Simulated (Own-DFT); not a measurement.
Simulation results for Hf36O71 (tetragonal hafnia with one neutral oxygen vacancy, atoms displaced)

Computed with Own-DFT development build. A calculation, not a measurement: plane-wave PBE and HSE06 DFT by an unreviewed code, no spin, of a simulated cell at Gamma alone, so results move with cell size and shape, stress positive in tension, energies less offsets, not probed for a lower state with spin; hafnium file: forces about 75 meV/angstrom off all-electron values; oxygen file: force components 24 meV/angstrom off all-electron in a glass; k mesh not checked against a denser one; forces and stress are PBE's, HSE06 gives the energy alone, and its difference from PBE has offsets of its own; offsets are fitted by least squares, one for each functional and potential file, so energies compare only between cells with the same atoms and settings and are not formation energies; the far tail of each file's local potential was reset to the Coulomb form; each entry is a single point on an unrelaxed cell, so the pressure reflects the starting lattice, taken from the Materials Project, from which strain is counted, and rises with the displacements; printed positions are rounded, which can move forces by about a meV/angstrom; the program is a retired in-house code; no spin-orbit coupling.

```cif
# cell vector a (Å): 10.7800 0.0000 0.0000
# cell vector b (Å): 0.0000 10.7800 0.0000
# cell vector c (Å): 0.0000 0.0000 10.4493
data_Hf36O71
_symmetry_space_group_name_H-M 'P 1'
_symmetry_Int_Tables_number 1
_cell_length_a 10.7800
_cell_length_b 10.7800
_cell_length_c 10.4493
_cell_angle_alpha 90.000
_cell_angle_beta 90.000
_cell_angle_gamma 90.000
_cell_volume 1214.30
loop_
_atom_site_label
_atom_site_type_symbol
_atom_site_fract_x
_atom_site_fract_y
_atom_site_fract_z
_atom_site_occupancy
Hf1 Hf 0.01200 0.98722 0.00091 1
Hf2 Hf 0.16545 0.16943 0.24366 1
O1 O 0.99911 0.15952 0.16197 1
O2 O 0.17970 0.99402 0.34865 1
O3 O 0.99993 0.16812 0.40286 1
O4 O 0.16459 0.98972 0.10132 1
Hf3 Hf 0.99687 0.00226 0.49248 1
Hf4 Hf 0.15546 0.16792 0.75569 1
O5 O 0.99493 0.17235 0.64244 1
O6 O 0.16880 0.02483 0.83593 1
O7 O 0.00701 0.16475 0.89811 1
O8 O 0.16908 0.00116 0.60260 1
Hf5 Hf 0.99526 0.33189 0.99107 1
Hf6 Hf 0.16429 0.51412 0.25696 1
O9 O 0.00606 0.50307 0.15783 1
O10 O 0.16559 0.32888 0.35823 1
O11 O 0.99612 0.50076 0.40178 1
Hf7 Hf 0.00437 0.33521 0.49925 1
Hf8 Hf 0.17330 0.50281 0.74848 1
O12 O 0.00328 0.49603 0.65221 1
O13 O 0.16622 0.33376 0.83392 1
O14 O 0.98467 0.50007 0.90126 1
O15 O 0.17837 0.33115 0.60760 1
Hf9 Hf 0.00711 0.66390 0.99975 1
Hf10 Hf 0.15375 0.84826 0.25044 1
O16 O 0.99712 0.83907 0.16276 1
O17 O 0.16533 0.65168 0.35955 1
O18 O 0.00122 0.83502 0.40563 1
O19 O 0.16471 0.66314 0.10264 1
Hf11 Hf 0.01092 0.66841 0.50554 1
Hf12 Hf 0.17251 0.83817 0.74433 1
O20 O 0.99383 0.82379 0.65244 1
O21 O 0.16039 0.66108 0.85136 1
O22 O 0.99246 0.83050 0.90236 1
O23 O 0.16596 0.66523 0.59916 1
Hf13 Hf 0.33609 0.00871 0.99813 1
Hf14 Hf 0.49995 0.17597 0.26007 1
O24 O 0.32404 0.16491 0.16431 1
O25 O 0.50006 0.99724 0.34648 1
O26 O 0.32922 0.16642 0.40074 1
O27 O 0.50624 0.99104 0.08994 1
Hf15 Hf 0.34135 0.01595 0.51558 1
Hf16 Hf 0.50154 0.16545 0.74847 1
O28 O 0.34482 0.17754 0.64978 1
O29 O 0.49032 0.97967 0.83855 1
O30 O 0.33390 0.16440 0.90321 1
O31 O 0.49044 0.00470 0.59457 1
Hf17 Hf 0.33074 0.33756 0.99085 1
Hf18 Hf 0.51660 0.49773 0.24478 1
O32 O 0.32873 0.50890 0.14568 1
O33 O 0.49301 0.33769 0.35441 1
O34 O 0.33397 0.50176 0.40809 1
O35 O 0.49717 0.33915 0.09505 1
Hf19 Hf 0.33313 0.31676 0.49858 1
Hf20 Hf 0.49655 0.49738 0.74602 1
O36 O 0.33701 0.50517 0.66411 1
O37 O 0.50876 0.31945 0.85455 1
O38 O 0.34190 0.50379 0.89880 1
O39 O 0.50145 0.32227 0.59721 1
Hf21 Hf 0.33545 0.68544 0.01323 1
Hf22 Hf 0.48532 0.83439 0.24763 1
O40 O 0.33331 0.83213 0.14164 1
O41 O 0.49415 0.66091 0.34954 1
O42 O 0.33969 0.82895 0.38981 1
O43 O 0.50165 0.66290 0.11104 1
Hf23 Hf 0.34741 0.66292 0.50264 1
Hf24 Hf 0.50767 0.83149 0.75352 1
O44 O 0.32769 0.83648 0.67112 1
O45 O 0.49131 0.66327 0.83375 1
O46 O 0.32573 0.82344 0.90170 1
O47 O 0.50974 0.67710 0.59150 1
Hf25 Hf 0.66116 0.00704 0.99776 1
Hf26 Hf 0.84056 0.17253 0.25013 1
O48 O 0.67056 0.16575 0.16450 1
O49 O 0.83699 0.99788 0.34249 1
O50 O 0.66187 0.16917 0.40060 1
O51 O 0.83013 0.00571 0.09329 1
Hf27 Hf 0.67533 0.00523 0.51042 1
Hf28 Hf 0.83785 0.14799 0.74716 1
O52 O 0.67162 0.16437 0.64590 1
O53 O 0.84819 0.00212 0.84101 1
O54 O 0.66109 0.16737 0.90076 1
O55 O 0.84494 0.00141 0.59719 1
Hf29 Hf 0.65669 0.32186 0.99269 1
Hf30 Hf 0.83756 0.51155 0.25114 1
O56 O 0.66909 0.50302 0.14456 1
O57 O 0.82852 0.33309 0.34270 1
O58 O 0.68369 0.49364 0.40186 1
O59 O 0.83915 0.33854 0.09756 1
Hf31 Hf 0.66124 0.33544 0.50299 1
Hf32 Hf 0.82963 0.49161 0.74121 1
O60 O 0.67476 0.50596 0.66194 1
O61 O 0.82819 0.32868 0.84972 1
O62 O 0.68081 0.50028 0.90330 1
O63 O 0.83558 0.33184 0.59110 1
Hf33 Hf 0.66529 0.67265 0.00933 1
Hf34 Hf 0.82673 0.82223 0.23150 1
O64 O 0.67155 0.83454 0.17127 1
O65 O 0.83478 0.67444 0.34070 1
O66 O 0.65659 0.83222 0.40049 1
O67 O 0.82944 0.66123 0.09156 1
Hf35 Hf 0.67456 0.66000 0.50506 1
Hf36 Hf 0.83058 0.83340 0.74636 1
O68 O 0.65371 0.81962 0.66529 1
O69 O 0.82383 0.65393 0.85485 1
O70 O 0.66130 0.83533 0.90814 1
O71 O 0.83679 0.67224 0.58575 1
_calc_first_functional 'PBE'
_calc_second_functional 'HSE06'
_calc_exact_exchange_share 0.25
_calc_screening 0.11  # 1/bohr
_calc_exchange_divergence 'Gygi-Baldereschi'
_calc_potential_files 'PseudoDojo norm-conserving, scalar-relativistic, made for PBE, standard set'
_calc_wave_cutoff 48  # hartree
_calc_occupations 'fixed'
_calc_k_mesh '1 x 1 x 1 centred on Gamma'
_calc_PBE_energy_of_cell_above_offsets '-87.144'  # eV
_calc_HSE06_less_PBE_above_offsets '0.523'  # eV
_calc_PBE_pressure 6.82  # GPa
_calc_PBE_stress_xx -9.18  # GPa
_calc_PBE_stress_yy -4.36  # GPa
_calc_PBE_stress_zz -6.91  # GPa
_calc_PBE_stress_yz -0.29  # GPa
_calc_PBE_stress_xz -0.76  # GPa
_calc_PBE_stress_xy 0.19  # GPa
```

Force:
```
element  x (eV/Å)  y (eV/Å)  z (eV/Å)
     Hf    -3.455     2.074     -0.15
     Hf    -1.664     0.955     2.494
      O     1.294     0.004    -2.041
      O    -0.991     2.126     0.258
      O     0.025    -0.439    -0.194
      O     1.498      0.21    -0.554
     Hf     1.666    -0.047    -0.859
     Hf    -0.442      5.23     -4.89
      O     0.702    -0.497     1.005
      O     0.656    -8.824     4.624
      O    -0.573     -0.24     0.442
      O    -0.638     0.022    -0.469
     Hf    -0.561     0.829     0.642
     Hf     1.793    -3.581    -1.347
      O    -0.711     0.062    -0.903
      O     0.124     0.401    -1.355
      O    -0.483     0.013     0.226
     Hf     0.338     0.335     0.321
     Hf    -1.379     0.122      0.19
      O     0.157     0.133    -0.362
      O     0.441     1.051     2.721
      O     1.247     -0.47     0.778
      O    -1.132     0.199    -1.597
     Hf    -0.765    -1.957     -1.31
     Hf     2.739    -2.753     1.719
      O     0.018     0.001    -2.995
      O    -0.467      4.73     0.876
      O     1.163     -0.29    -0.252
      O    -0.005     1.191     0.116
     Hf    -0.789    -0.248    -1.132
     Hf    -2.502    -0.894      1.26
      O     0.917     0.624     0.489
      O    -0.359     1.091     0.119
      O     0.647     0.297     0.325
      O     1.994     0.465     1.141
     Hf     0.106    -2.008     0.328
     Hf     0.904    -1.715    -0.259
      O     3.169    -0.466    -2.329
      O    -0.469     1.932    -0.421
      O     0.761    -1.034    -0.289
      O    -2.023     0.608     0.338
     Hf    -4.234    -2.283    -3.752
     Hf     0.408    -0.443    -0.211
      O    -1.603    -1.309     0.294
      O    -0.196     6.142     2.514
      O     0.881     0.826    -0.142
      O     5.342    -0.495     2.156
     Hf    -0.751     1.781     1.192
     Hf    -3.076     1.315     0.367
      O     0.411    -1.307     0.925
      O     0.745    -0.187    -0.329
      O    -0.069    -1.099     0.889
      O    -0.431    -0.775      0.81
     Hf    -1.192     3.842     0.158
     Hf     1.237     0.396     2.511
      O     0.377     0.356     -2.12
      O    -0.817     1.794    -1.208
      O    -0.201    -1.291      0.46
      O     0.303     1.079     1.137
     Hf    -0.477    -4.454     0.002
     Hf     1.764    -0.628     3.019
      O    -1.195      0.63     0.255
      O     0.765    -0.548    -0.519
      O    -0.319    -0.051     1.666
      O     0.114     1.002    -1.261
     Hf    -1.072     0.227    -2.146
     Hf     -3.87    -4.004    -0.082
      O     2.825    -0.158    -2.805
      O     0.781     0.132     1.497
      O    -0.979     3.642    -0.295
      O    -1.148      -1.3     0.706
     Hf     2.381    -1.069      1.26
     Hf    -1.145    -0.533     0.602
      O    -1.879     0.381    -1.745
      O    -0.161     0.146     0.929
      O    -0.413    -0.401     1.338
      O     0.536    -0.649    -1.458
     Hf    -1.374    -0.893    -4.115
     Hf     0.587      5.35    -0.949
      O    -0.476    -1.071     0.965
      O    -1.004    -2.743     1.191
      O     0.126    -3.154    -1.137
      O    -2.422     -0.69     0.941
     Hf      2.81     4.174      1.32
     Hf     0.271    -2.553    -0.358
      O     0.537    -0.014     0.926
      O     0.611     0.475     0.178
      O    -1.278      1.19     0.084
      O    -0.489    -0.788    -0.471
     Hf      2.67    -1.091    -0.998
     Hf     3.106    -0.238     3.701
      O    -3.891    -0.139    -2.905
      O     0.299    -1.506    -1.109
      O    -2.141    -0.902     0.815
      O    -1.195     0.637     0.084
     Hf     0.401    -2.514    -2.243
     Hf     2.291     2.331     4.413
      O    -4.935    -0.245    -3.897
      O     -0.25    -1.003     0.603
      O     0.862     0.145     2.703
      O     1.573      0.96     1.256
     Hf    -0.849      1.76     -2.56
     Hf     0.893    -2.934     1.335
      O     5.782     1.718     -2.57
      O     0.463     3.211    -2.144
      O     0.418     0.646     0.187
      O     0.006    -0.075      1.44
```
